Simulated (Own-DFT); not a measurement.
# Computed records: GaN (wurtzite, strained, atoms displaced)

A calculation, not a measurement: plane-wave PBE density functional theory by an unreviewed code, no spin, of a simulated periodic cell, stress positive in tension, free energy of the whole cell less one offset for each atom, forces on such cells passed a denser k mesh, this cell's mesh not checked; offsets are fitted by least squares, one for each functional and potential file, so energies compare only between cells with the same atoms and settings and are not formation energies; the far tail of each file's local potential was reset to the Coulomb form; each entry is a single point on an unrelaxed cell, so the pressure reflects the starting lattice, mostly measured values (interpolated for alloys), from which strain is counted, and rises with the displacements; printed positions are rounded, which can move forces by about a meV/angstrom; the program, named Own-DFT, is a retired in-house code; no spin-orbit coupling. Program: Own-DFT development build.

Settings shared by all entries: functional PBE; potential files PseudoDojo norm-conserving, scalar-relativistic, standard set with the stringent files for Ga; wave cutoff 96 hartree; occupations Gaussian; smearing width 0.01 eV; k mesh 3 x 4 x 3 centred on Gamma.

```json
{"entry": 1, "formula": "GaN", "kind": "wurtzite, strained, atoms displaced", "structure": {"cell_angstrom": [[12.756, 0.0, 0.0957], [-4.7835, 8.2853, -0.0359], [0.0778, 0.0, 10.37]], "atoms_fractional": [["Ga", 0.08887, 0.22609, 0.00641], ["Ga", 0.16481, 0.10863, 0.25334], ["N", 0.08178, 0.21985, 0.19415], ["N", 0.15997, 0.10733, 0.4374], ["Ga", 0.08618, 0.2226, 0.5002], ["Ga", 0.16372, 0.11052, 0.7421], ["N", 0.08231, 0.21236, 0.69472], ["N", 0.16886, 0.1117, 0.9438], ["Ga", 0.08803, 0.56902, 0.99333], ["Ga", 0.16028, 0.43294, 0.25436], ["N", 0.07922, 0.54398, 0.19534], ["N", 0.1653, 0.44284, 0.43506], ["Ga", 0.08466, 0.55868, 0.49772], ["Ga", 0.16897, 0.4526, 0.74643], ["N", 0.084, 0.54559, 0.69985], ["N", 0.17072, 0.45332, 0.93596], ["Ga", 0.08878, 0.89693, 0.9972], ["Ga", 0.16817, 0.77756, 0.25719], ["N", 0.08033, 0.87881, 0.19621], ["N", 0.1611, 0.77331, 0.44783], ["Ga", 0.0814, 0.89, 0.49255], ["Ga", 0.16474, 0.76957, 0.74647], ["N", 0.08356, 0.88751, 0.68258], ["N", 0.16367, 0.77963, 0.94096], ["Ga", 0.34134, 0.22684, 0.00656], ["Ga", 0.41569, 0.1117, 0.2473], ["N", 0.33302, 0.22323, 0.19661], ["N", 0.42684, 0.11105, 0.44035], ["Ga", 0.34158, 0.22598, 0.50203], ["Ga", 0.41614, 0.1175, 0.74177], ["N", 0.32987, 0.22337, 0.68457], ["N", 0.41242, 0.11314, 0.94014], ["Ga", 0.33787, 0.55685, 0.99731], ["Ga", 0.42112, 0.44653, 0.25097], ["N", 0.34057, 0.56191, 0.18573], ["N", 0.42364, 0.45565, 0.43762], ["Ga", 0.33224, 0.55066, 0.49909], ["Ga", 0.41127, 0.437, 0.75443], ["N", 0.33751, 0.55484, 0.68391], ["N", 0.41389, 0.44301, 0.93167], ["Ga", 0.33582, 0.88877, 0.00606], ["Ga", 0.42024, 0.79228, 0.24883], ["N", 0.33218, 0.90038, 0.18643], ["N", 0.41105, 0.77817, 0.43583], ["Ga", 0.3345, 0.89111, 0.51067], ["Ga", 0.41388, 0.77916, 0.75299], ["N", 0.32387, 0.88643, 0.69241], ["N", 0.41438, 0.79286, 0.93374], ["Ga", 0.58248, 0.21658, 0.00562], ["Ga", 0.66887, 0.11209, 0.24958], ["N", 0.58464, 0.22219, 0.1881], ["N", 0.67068, 0.11357, 0.44545], ["Ga", 0.58184, 0.21719, 0.50298], ["Ga", 0.67099, 0.11937, 0.74843], ["N", 0.58795, 0.21595, 0.6956], ["N", 0.66784, 0.10298, 0.93774], ["Ga", 0.58112, 0.55402, 0.99708], ["Ga", 0.66568, 0.44147, 0.25961], ["N", 0.59119, 0.5557, 0.18206], ["N", 0.6673, 0.43587, 0.43995], ["Ga", 0.585, 0.5541, 0.50435], ["Ga", 0.65679, 0.43574, 0.74199], ["N", 0.58128, 0.54965, 0.69068], ["N", 0.67367, 0.4497, 0.93013], ["Ga", 0.58851, 0.88807, 0.00454], ["Ga", 0.67337, 0.77851, 0.25258], ["N", 0.58382, 0.88676, 0.18716], ["N", 0.67068, 0.78516, 0.42899], ["Ga", 0.58446, 0.8856, 0.50274], ["Ga", 0.66936, 0.78371, 0.74843], ["N", 0.58579, 0.88615, 0.68397], ["N", 0.66321, 0.77656, 0.93959], ["Ga", 0.83424, 0.22739, 0.00289], ["Ga", 0.91444, 0.1145, 0.25057], ["N", 0.83788, 0.2185, 0.18522], ["N", 0.91669, 0.10779, 0.43329], ["Ga", 0.83051, 0.21601, 0.49686], ["Ga", 0.91597, 0.11504, 0.74774], ["N", 0.84099, 0.22457, 0.6886], ["N", 0.91649, 0.10396, 0.93305], ["Ga", 0.84019, 0.56243, 0.00234], ["Ga", 0.90893, 0.43698, 0.25357], ["N", 0.82733, 0.53413, 0.19168], ["N", 0.92053, 0.44628, 0.44139], ["Ga", 0.83272, 0.55007, 0.49587], ["Ga", 0.9195, 0.44082, 0.74024], ["N", 0.83393, 0.55561, 0.69328], ["N", 0.91254, 0.44299, 0.94381], ["Ga", 0.83752, 0.89534, 0.99776], ["Ga", 0.92242, 0.7814, 0.24585], ["N", 0.83047, 0.88475, 0.19451], ["N", 0.91751, 0.77788, 0.43916], ["Ga", 0.83109, 0.90032, 0.49692], ["Ga", 0.91706, 0.78752, 0.75402], ["N", 0.8324, 0.88723, 0.6883], ["N", 0.91997, 0.78128, 0.92986]]}, "results": {"free_energy_of_cell_above_offsets [eV]": "-4.864", "pressure [GPa]": 6.95, "stress_xx [GPa]": -7.76, "stress_yy [GPa]": -5.95, "stress_zz [GPa]": -7.15, "stress_yz [GPa]": 0.54, "stress_xz [GPa]": 1.31, "stress_xy [GPa]": 1.29, "force_element": ["Ga", "Ga", "N", "N", "Ga", "Ga", "N", "N", "Ga", "Ga", "N", "N", "Ga", "Ga", "N", "N", "Ga", "Ga", "N", "N", "Ga", "Ga", "N", "N", "Ga", "Ga", "N", "N", "Ga", "Ga", "N", "N", "Ga", "Ga", "N", "N", "Ga", "Ga", "N", "N", "Ga", "Ga", "N", "N", "Ga", "Ga", "N", "N", "Ga", "Ga", "N", "N", "Ga", "Ga", "N", "N", "Ga", "Ga", "N", "N", "Ga", "Ga", "N", "N", "Ga", "Ga", "N", "N", "Ga", "Ga", "N", "N", "Ga", "Ga", "N", "N", "Ga", "Ga", "N", "N", "Ga", "Ga", "N", "N", "Ga", "Ga", "N", "N", "Ga", "Ga", "N", "N", "Ga", "Ga", "N", "N"], "force_x [eV/angstrom]": [-0.755, -0.091, 0.379, 1.925, -0.979, 1.063, -1.208, 0.372, -0.323, 0.637, -0.069, 0.4, 0.21, 2.281, -1.184, 0.231, -0.626, -0.074, 1.174, 1.339, -0.411, -1.973, 0.092, 0.984, -1.641, 0.531, 0.011, -2.238, -0.915, 0.182, 0.76, 1.469, -1.196, -0.157, -0.622, 0.281, -0.423, 0.216, -0.703, 0.624, -2.052, -0.061, 0.506, 0.842, -0.37, 0.588, 2.002, 2.493, 0.172, 0.038, -0.084, -0.768, 1.405, 1.727, -2.398, -0.426, 1.319, -0.131, -0.808, -0.84, 0.257, 2.251, -0.923, -0.912, -1.239, -1.618, 0.292, -0.307, -0.895, -0.023, -1.002, 1.012, 0.56, 1.129, -1.583, -0.011, 1.122, 1.023, -1.415, -0.134, -1.174, 1.969, -0.987, -0.203, 0.02, -1.884, -0.08, 1.453, -0.32, -1.8, 1.66, -1.084, 1.663, 0.898, -0.468, 0.029], "force_y [eV/angstrom]": [0.136, -0.253, -0.765, 0.959, -0.045, -1.345, 2.07, 1.183, -2.491, 1.901, 1.342, -0.044, -1.059, -2.145, 1.67, -0.641, -0.809, -1.343, 1.652, 1.378, -0.565, 0.557, -0.106, 1.097, -0.239, 0.836, 0.156, -0.475, -0.079, -0.954, -0.126, -0.253, 0.783, 0.959, -0.295, -1.382, 0.977, 0.967, 0.306, 0.004, 0.872, -1.431, -1.386, 0.106, -0.595, 0.181, 0.958, -1.75, 1.031, -0.351, -0.402, -0.831, 0.483, -1.714, 0.195, 1.022, -0.165, 0.084, -0.257, 0.499, 0.801, 1.34, 0.696, -0.849, 0.102, -1.016, 0.578, -1.186, -0.099, -1.074, 0.586, -0.159, -0.735, -1.231, 0.146, 1.647, 1.232, -1.071, -0.531, 1.967, -0.641, 0.239, 2.457, -1.112, 1.371, 0.824, -0.183, 0.459, -1.398, -1.765, 1.154, -0.289, -2.087, -1.373, 0.866, 0.261], "force_z [eV/angstrom]": [-1.153, -0.488, -0.672, 0.237, 0.608, 1.639, -1.568, -0.677, 1.628, -1.275, -0.711, 1.539, 0.716, 1.133, -2.444, 0.349, 0.647, -0.303, -1.465, -0.902, 1.309, 1.005, 0.577, -0.812, -0.218, 0.849, -0.456, -0.304, -1.358, 1.831, 0.186, -0.672, 0.423, -0.45, 0.397, 0.082, -0.495, -1.512, 0.638, 1.664, -1.152, 0.091, 0.956, 0.641, -1.392, -0.949, -0.061, 0.711, -1.824, 0.205, 0.88, -1.249, 0.467, 1.049, -1.744, 0.105, -0.476, -1.823, 1.13, 0.882, -0.435, 1.583, -0.502, 1.073, -0.819, -1.562, 0.829, 2.375, -1.115, 0.733, 0.928, -0.561, -1.127, -0.302, 0.779, 0.767, 0.659, 0.661, -1.006, 0.949, -0.533, -0.1, -0.494, -0.056, 1.461, 1.908, -1.153, -1.225, 0.633, 1.297, -1.646, -0.542, 0.612, -2.194, -0.725, 2.878]}}
{"entry": 2, "formula": "GaN", "kind": "wurtzite, strained, atoms displaced", "structure": {"cell_angstrom": [[12.756, 0.0957, 0.0], [-4.7214, 8.2494, 0.0], [0.0, 0.0, 10.37]], "atoms_fractional": [["Ga", 0.08469, 0.22214, 0.00463], ["Ga", 0.1715, 0.10282, 0.2556], ["N", 0.07964, 0.22205, 0.18794], ["N", 0.15659, 0.09518, 0.43644], ["Ga", 0.07932, 0.22097, 0.4892], ["Ga", 0.16448, 0.10448, 0.75319], ["N", 0.08769, 0.21874, 0.68695], ["N", 0.17022, 0.11464, 0.936], ["Ga", 0.08359, 0.55405, 0.00374], ["Ga", 0.17311, 0.44509, 0.24436], ["N", 0.08474, 0.5572, 0.19014], ["N", 0.17343, 0.44815, 0.44476], ["Ga", 0.08515, 0.56702, 0.50864], ["Ga", 0.16895, 0.44162, 0.75535], ["N", 0.0849, 0.557, 0.69521], ["N", 0.16856, 0.45487, 0.93359], ["Ga", 0.08452, 0.88744, 0.00136], ["Ga", 0.167, 0.77973, 0.24176], ["N", 0.07634, 0.89057, 0.18399], ["N", 0.17205, 0.78844, 0.43382], ["Ga", 0.0841, 0.88868, 0.5018], ["Ga", 0.17058, 0.77953, 0.74398], ["N", 0.08275, 0.89109, 0.68649], ["N", 0.16659, 0.77775, 0.93789], ["Ga", 0.32632, 0.21537, 0.00213], ["Ga", 0.41884, 0.11014, 0.24566], ["N", 0.33736, 0.21967, 0.19491], ["N", 0.41142, 0.10613, 0.43936], ["Ga", 0.32827, 0.22552, 0.50324], ["Ga", 0.41652, 0.10731, 0.74712], ["N", 0.33122, 0.2218, 0.69288], ["N", 0.41692, 0.1076, 0.9481], ["Ga", 0.32819, 0.54741, 0.01043], ["Ga", 0.41721, 0.44476, 0.24928], ["N", 0.34602, 0.56884, 0.19236], ["N", 0.41591, 0.45268, 0.434], ["Ga", 0.3386, 0.55854, 0.50138], ["Ga", 0.42567, 0.44697, 0.75979], ["N", 0.33696, 0.56154, 0.692], ["N", 0.41547, 0.44617, 0.94502], ["Ga", 0.33202, 0.87665, 0.99625], ["Ga", 0.41248, 0.77174, 0.2582], ["N", 0.33698, 0.88833, 0.18478], ["N", 0.40817, 0.77091, 0.43794], ["Ga", 0.32766, 0.88454, 0.49471], ["Ga", 0.41377, 0.78169, 0.74505], ["N", 0.33132, 0.87947, 0.6877], ["N", 0.41976, 0.77954, 0.94355], ["Ga", 0.58413, 0.21924, 0.99886], ["Ga", 0.66787, 0.11539, 0.24527], ["N", 0.58075, 0.22847, 0.1942], ["N", 0.66343, 0.10801, 0.4427], ["Ga", 0.58615, 0.21506, 0.49931], ["Ga", 0.65893, 0.1057, 0.74565], ["N", 0.59246, 0.22107, 0.68415], ["N", 0.66726, 0.11358, 0.94604], ["Ga", 0.57686, 0.54818, 0.00282], ["Ga", 0.66618, 0.43331, 0.23751], ["N", 0.5823, 0.55514, 0.18937], ["N", 0.66484, 0.44096, 0.43917], ["Ga", 0.58074, 0.55441, 0.49167], ["Ga", 0.66376, 0.44736, 0.74552], ["N", 0.58371, 0.56175, 0.6992], ["N", 0.6693, 0.44178, 0.93492], ["Ga", 0.5846, 0.8846, 0.99039], ["Ga", 0.66752, 0.7876, 0.25184], ["N", 0.58701, 0.88666, 0.18977], ["N", 0.66602, 0.78342, 0.43508], ["Ga", 0.58832, 0.89901, 0.51157], ["Ga", 0.67265, 0.77408, 0.74349], ["N", 0.57977, 0.89099, 0.6926], ["N", 0.66656, 0.77857, 0.94734], ["Ga", 0.83917, 0.22298, 0.00433], ["Ga", 0.91243, 0.09912, 0.24781], ["N", 0.83705, 0.23977, 0.18521], ["N", 0.91926, 0.11533, 0.44266], ["Ga", 0.8292, 0.21687, 0.50571], ["Ga", 0.91994, 0.11509, 0.74642], ["N", 0.82831, 0.21452, 0.69085], ["N", 0.918, 0.11479, 0.93937], ["Ga", 0.83237, 0.55344, 0.99898], ["Ga", 0.91906, 0.44719, 0.25668], ["N", 0.83502, 0.55763, 0.1942], ["N", 0.91835, 0.44065, 0.43408], ["Ga", 0.83471, 0.5482, 0.50002], ["Ga", 0.91342, 0.44098, 0.75231], ["N", 0.83458, 0.55807, 0.69075], ["N", 0.91064, 0.44455, 0.93514], ["Ga", 0.8272, 0.8787, 0.00474], ["Ga", 0.91917, 0.77177, 0.24618], ["N", 0.83365, 0.89043, 0.19057], ["N", 0.91684, 0.78209, 0.4411], ["Ga", 0.83326, 0.88922, 0.49813], ["Ga", 0.91128, 0.77099, 0.74535], ["N", 0.829, 0.87898, 0.68049], ["N", 0.90901, 0.76337, 0.94094]]}, "results": {"free_energy_of_cell_above_offsets [eV]": "-4.756", "pressure [GPa]": 7.11, "stress_xx [GPa]": -7.17, "stress_yy [GPa]": -7.72, "stress_zz [GPa]": -6.43, "stress_yz [GPa]": -0.81, "stress_xz [GPa]": 0.15, "stress_xy [GPa]": 2.46, "force_element": ["Ga", "Ga", "N", "N", "Ga", "Ga", "N", "N", "Ga", "Ga", "N", "N", "Ga", "Ga", "N", "N", "Ga", "Ga", "N", "N", "Ga", "Ga", "N", "N", "Ga", "Ga", "N", "N", "Ga", "Ga", "N", "N", "Ga", "Ga", "N", "N", "Ga", "Ga", "N", "N", "Ga", "Ga", "N", "N", "Ga", "Ga", "N", "N", "Ga", "Ga", "N", "N", "Ga", "Ga", "N", "N", "Ga", "Ga", "N", "N", "Ga", "Ga", "N", "N", "Ga", "Ga", "N", "N", "Ga", "Ga", "N", "N", "Ga", "Ga", "N", "N", "Ga", "Ga", "N", "N", "Ga", "Ga", "N", "N", "Ga", "Ga", "N", "N", "Ga", "Ga", "N", "N", "Ga", "Ga", "N", "N"], "force_x [eV/angstrom]": [-0.511, -1.013, 1.191, 0.55, 1.274, 0.057, -1.031, -0.981, -1.337, -0.606, 0.243, -1.035, 0.906, 0.366, -0.461, 0.681, -0.827, 0.385, 1.712, -1.345, -0.732, -1.155, 0.216, 0.085, 1.614, 0.033, -1.651, 0.387, 0.575, 0.185, 0.674, -0.401, 0.258, 0.887, -1.325, 1.083, -1.242, -2.267, 0.491, -0.15, -0.536, 0.902, -0.742, 1.196, 1.129, 1.651, -1.201, 0.22, -0.579, 0.286, 1.104, 1.532, -2.508, 2.143, -3.074, 0.987, 1.142, -0.69, 0.529, 0.389, 0.54, 1.456, 0.2, -1.206, -1.098, 1.026, -2.142, 0.124, -0.644, -1.611, 1.01, 0.931, -1.436, -0.456, 0.425, -1.294, 0.388, 0.375, 0.054, 0.965, -0.281, 0.302, -0.025, 0.19, -1.145, 0.267, -0.167, 1.851, 0.669, -1.553, 0.267, 0.896, -0.157, 0.863, 0.362, 0.388], "force_y [eV/angstrom]": [0.046, 0.788, -0.061, 2.556, 0.913, 0.665, 0.372, -0.857, 0.253, 0.204, -0.125, -0.169, -1.079, 0.154, -0.581, -1.335, -0.161, 0.319, -0.006, -1.668, -0.988, -0.233, -0.95, -0.149, 0.65, -0.792, 0.348, 0.853, -0.383, 0.282, 0.299, 0.038, 1.637, -0.134, -2.706, -1.468, -0.162, -0.257, -1.063, -1.114, 1.239, 2.506, -0.227, 1.416, 0.893, -1.458, 1.98, -1.359, 0.355, -0.722, -2.713, 0.225, 1.163, 0.412, 0.981, -0.621, 0.755, 3.615, 0.144, -0.022, 0.329, -0.69, -1.253, -0.045, 1.11, -1.605, 1.292, -0.292, -1.876, 1.444, -1.041, -1.301, 0.358, 2.456, -2.144, -0.987, 0.577, -0.723, 0.593, -1.044, -0.874, 0.39, -0.894, 0.178, 0.871, 0.076, -1.39, -0.34, 0.984, 0.735, -1.301, -1.15, -0.088, 1.049, 1.546, 2.555], "force_z [eV/angstrom]": [-1.033, -0.833, 0.648, 0.303, 1.375, -0.607, -0.21, 0.84, -0.803, 1.645, -0.113, -1.087, -1.149, -1.916, -0.545, 2.091, -1.125, 0.542, 0.29, -0.189, -0.031, 1.33, 0.62, -0.191, 0.316, 1.173, -0.922, 0.074, -0.468, 0.588, -0.222, -1.457, -1.546, 0.003, -0.671, 0.638, 1.118, -0.565, -0.052, -0.008, 0.571, -0.754, 0.404, 1.079, 0.565, 1.794, -0.868, -1.287, 0.25, 0.177, -1.554, -1.424, -0.345, 2.499, 0.257, -1.194, 0.091, 2.22, 0.264, -0.217, 0.454, 0.484, -2.147, 0.449, 1.721, -0.299, -0.606, 1.386, -1.736, 1.894, 0.18, -1.961, -1.019, 0.724, 1.115, -1.084, -0.722, 0.5, -0.054, -0.344, 0.778, -1.299, -1.111, 2.253, -0.228, -0.199, -0.95, 0.824, -0.583, 1.477, -0.138, -0.7, -0.675, 0.996, 1.031, -0.788]}}
{"entry": 3, "formula": "GaN", "kind": "wurtzite, strained, atoms displaced", "structure": {"cell_angstrom": [[12.756, 0.0, 0.0], [-4.7835, 8.2853, 0.0621], [0.0, 0.0778, 10.37]], "atoms_fractional": [["Ga", 0.09206, 0.22529, 0.00357], ["Ga", 0.17247, 0.12324, 0.24448], ["N", 0.08832, 0.22886, 0.19454], ["N", 0.16085, 0.11238, 0.43867], ["Ga", 0.08601, 0.21906, 0.49878], ["Ga", 0.15357, 0.10836, 0.74189], ["N", 0.07536, 0.21559, 0.68841], ["N", 0.15834, 0.10512, 0.93599], ["Ga", 0.08764, 0.55927, 0.99581], ["Ga", 0.16784, 0.44846, 0.2439], ["N", 0.09136, 0.55981, 0.19671], ["N", 0.16117, 0.44073, 0.43958], ["Ga", 0.07779, 0.55063, 0.50189], ["Ga", 0.16044, 0.43526, 0.75803], ["N", 0.08173, 0.55664, 0.68992], ["N", 0.16597, 0.45964, 0.93407], ["Ga", 0.08524, 0.8965, 0.00794], ["Ga", 0.16294, 0.77697, 0.25783], ["N", 0.08582, 0.89228, 0.18588], ["N", 0.1629, 0.77181, 0.43866], ["Ga", 0.07772, 0.87839, 0.50234], ["Ga", 0.17455, 0.78098, 0.74604], ["N", 0.07974, 0.88989, 0.68852], ["N", 0.17354, 0.78427, 0.93424], ["Ga", 0.33336, 0.22905, 0.00051], ["Ga", 0.41779, 0.11016, 0.25284], ["N", 0.33295, 0.22415, 0.18471], ["N", 0.42395, 0.11027, 0.43197], ["Ga", 0.3352, 0.21881, 0.49861], ["Ga", 0.42002, 0.11858, 0.74942], ["N", 0.33309, 0.2184, 0.68997], ["N", 0.4101, 0.10743, 0.94], ["Ga", 0.32934, 0.55286, 0.99336], ["Ga", 0.4203, 0.45188, 0.25287], ["N", 0.33947, 0.56641, 0.18801], ["N", 0.42073, 0.4466, 0.43862], ["Ga", 0.33293, 0.55296, 0.50182], ["Ga", 0.41177, 0.4348, 0.7617], ["N", 0.3317, 0.55339, 0.69073], ["N", 0.42328, 0.44001, 0.94049], ["Ga", 0.33441, 0.88997, 0.01679], ["Ga", 0.4235, 0.78533, 0.24939], ["N", 0.33249, 0.89026, 0.18176], ["N", 0.41588, 0.77471, 0.442], ["Ga", 0.33461, 0.88753, 0.49532], ["Ga", 0.41482, 0.77351, 0.75377], ["N", 0.33391, 0.88802, 0.69047], ["N", 0.41461, 0.77561, 0.94242], ["Ga", 0.58577, 0.21913, 0.99187], ["Ga", 0.66715, 0.11291, 0.24892], ["N", 0.5751, 0.21058, 0.18438], ["N", 0.66767, 0.10435, 0.44521], ["Ga", 0.58154, 0.21516, 0.49659], ["Ga", 0.67062, 0.12021, 0.74956], ["N", 0.57791, 0.22351, 0.69071], ["N", 0.66817, 0.11078, 0.94107], ["Ga", 0.57408, 0.56058, 0.99114], ["Ga", 0.6662, 0.43883, 0.24486], ["N", 0.58812, 0.55681, 0.1882], ["N", 0.66928, 0.44736, 0.43804], ["Ga", 0.58361, 0.56154, 0.49999], ["Ga", 0.66929, 0.441, 0.74479], ["N", 0.57712, 0.55993, 0.68576], ["N", 0.66259, 0.44937, 0.93252], ["Ga", 0.57658, 0.88107, 0.00038], ["Ga", 0.66657, 0.78241, 0.26241], ["N", 0.58007, 0.88659, 0.19466], ["N", 0.6717, 0.77915, 0.44018], ["Ga", 0.57217, 0.88386, 0.49837], ["Ga", 0.66134, 0.77897, 0.74697], ["N", 0.57977, 0.88776, 0.68465], ["N", 0.65964, 0.77644, 0.94571], ["Ga", 0.83452, 0.22179, 0.00569], ["Ga", 0.91448, 0.10567, 0.23775], ["N", 0.83936, 0.22231, 0.20506], ["N", 0.92137, 0.10858, 0.4397], ["Ga", 0.83478, 0.22152, 0.49916], ["Ga", 0.92078, 0.11032, 0.74881], ["N", 0.83174, 0.2273, 0.69179], ["N", 0.91676, 0.11437, 0.93637], ["Ga", 0.82831, 0.55529, 0.99933], ["Ga", 0.91488, 0.44085, 0.24927], ["N", 0.83004, 0.54916, 0.18863], ["N", 0.9117, 0.44321, 0.43575], ["Ga", 0.82165, 0.54757, 0.48909], ["Ga", 0.91918, 0.45053, 0.74737], ["N", 0.83815, 0.55936, 0.68855], ["N", 0.91902, 0.44808, 0.93638], ["Ga", 0.8278, 0.88252, 0.00621], ["Ga", 0.91119, 0.77746, 0.24956], ["N", 0.83282, 0.89141, 0.18872], ["N", 0.91707, 0.78399, 0.43792], ["Ga", 0.83487, 0.90285, 0.50535], ["Ga", 0.92292, 0.78198, 0.74633], ["N", 0.82673, 0.88897, 0.68792], ["N", 0.91882, 0.777, 0.93969]]}, "results": {"free_energy_of_cell_above_offsets [eV]": "-4.620", "pressure [GPa]": 7.07, "stress_xx [GPa]": -7.64, "stress_yy [GPa]": -6.57, "stress_zz [GPa]": -7.0, "stress_yz [GPa]": 1.47, "stress_xz [GPa]": 0.12, "stress_xy [GPa]": -0.88, "force_element": ["Ga", "Ga", "N", "N", "Ga", "Ga", "N", "N", "Ga", "Ga", "N", "N", "Ga", "Ga", "N", "N", "Ga", "Ga", "N", "N", "Ga", "Ga", "N", "N", "Ga", "Ga", "N", "N", "Ga", "Ga", "N", "N", "Ga", "Ga", "N", "N", "Ga", "Ga", "N", "N", "Ga", "Ga", "N", "N", "Ga", "Ga", "N", "N", "Ga", "Ga", "N", "N", "Ga", "Ga", "N", "N", "Ga", "Ga", "N", "N", "Ga", "Ga", "N", "N", "Ga", "Ga", "N", "N", "Ga", "Ga", "N", "N", "Ga", "Ga", "N", "N", "Ga", "Ga", "N", "N", "Ga", "Ga", "N", "N", "Ga", "Ga", "N", "N", "Ga", "Ga", "N", "N", "Ga", "Ga", "N", "N"], "force_x [eV/angstrom]": [-2.018, -0.018, -0.772, 2.852, -1.47, 2.725, 0.726, 1.066, -2.353, 1.13, -2.072, 0.868, 0.259, -0.044, 0.896, 2.281, 0.623, 0.378, -0.593, 0.415, -0.116, -1.419, 1.677, -0.699, 0.529, -1.04, 0.723, -1.575, -0.656, -0.874, -1.38, 0.849, 0.689, 0.312, -0.18, -0.638, -0.613, 0.141, -0.184, -3.841, -0.582, -1.987, 0.029, -1.045, -0.618, -0.16, 0.825, -0.162, -1.726, -0.022, 1.397, -0.652, 0.913, -0.396, 1.589, 0.258, 3.662, -0.895, -0.74, -2.582, 0.569, -0.873, 0.89, 0.424, 0.106, 0.349, 1.597, -1.143, 2.387, 0.381, -0.375, 0.843, 0.116, 1.62, -1.758, -0.99, 0.383, -2.861, 1.175, 0.63, 0.577, 0.812, 0.397, 0.289, 2.78, -0.209, -1.023, -0.32, 0.442, 1.167, -0.38, -0.541, 0.641, -2.091, 1.03, -0.732], "force_y [eV/angstrom]": [0.066, -1.598, -0.318, -0.964, 0.956, -0.308, 1.889, 1.77, 1.52, 0.155, 0.003, 0.547, -0.379, 0.955, 0.018, -2.456, -1.847, 0.279, 0.053, 0.854, 1.03, -0.251, 0.18, -0.095, -2.287, -0.222, 0.659, -0.411, 0.173, -1.953, 0.137, 0.605, 0.516, -0.29, -1.023, -0.478, -0.752, 0.689, -0.791, -0.227, -0.038, -1.028, -0.096, -0.515, -0.354, 0.438, 0.955, 0.102, 0.555, -0.379, 1.312, 0.58, 1.201, -1.31, 0.045, -0.465, 0.16, -0.239, 0.41, -1.984, -0.613, 1.586, -0.807, -0.478, 1.136, -0.896, 1.224, 0.552, 0.461, -0.153, 0.77, 0.929, 0.586, 0.656, -0.153, 1.435, -0.117, -0.76, -0.089, -0.35, -0.136, 1.239, 0.679, 0.074, 2.268, -0.582, -0.03, -0.397, 0.373, -0.059, -0.814, -0.955, -1.833, -1.112, 0.088, 0.525], "force_z [eV/angstrom]": [-0.218, 1.415, -1.537, -0.47, -0.041, 1.138, -0.667, -0.513, 1.252, 1.719, -1.668, -0.134, -0.097, -2.528, -0.29, 1.152, -1.823, -1.437, 1.741, 0.871, -0.584, 0.978, -0.583, 0.817, -0.171, -1.716, 0.842, 1.127, 0.143, 1.203, -0.468, -0.129, 1.161, -0.728, -0.503, 0.042, 0.103, -2.758, 0.594, -0.322, -5.675, 0.523, 5.699, -1.26, 1.129, -0.258, -1.319, -0.363, 0.488, 0.67, -0.07, -1.11, 0.768, 0.025, -1.119, -0.145, 2.336, 0.263, -0.163, -0.853, 0.316, 0.188, 0.724, 0.497, 0.595, -1.899, -0.899, 0.879, 0.819, 0.549, 0.786, -1.442, -0.59, 2.371, -2.29, -0.985, 0.312, 0.787, -0.736, 1.163, -0.528, 0.234, -0.231, 0.359, 1.832, 0.578, -0.967, 0.959, -1.716, 0.318, 0.083, -0.088, -0.399, 1.012, 0.896, 0.033]}}
```
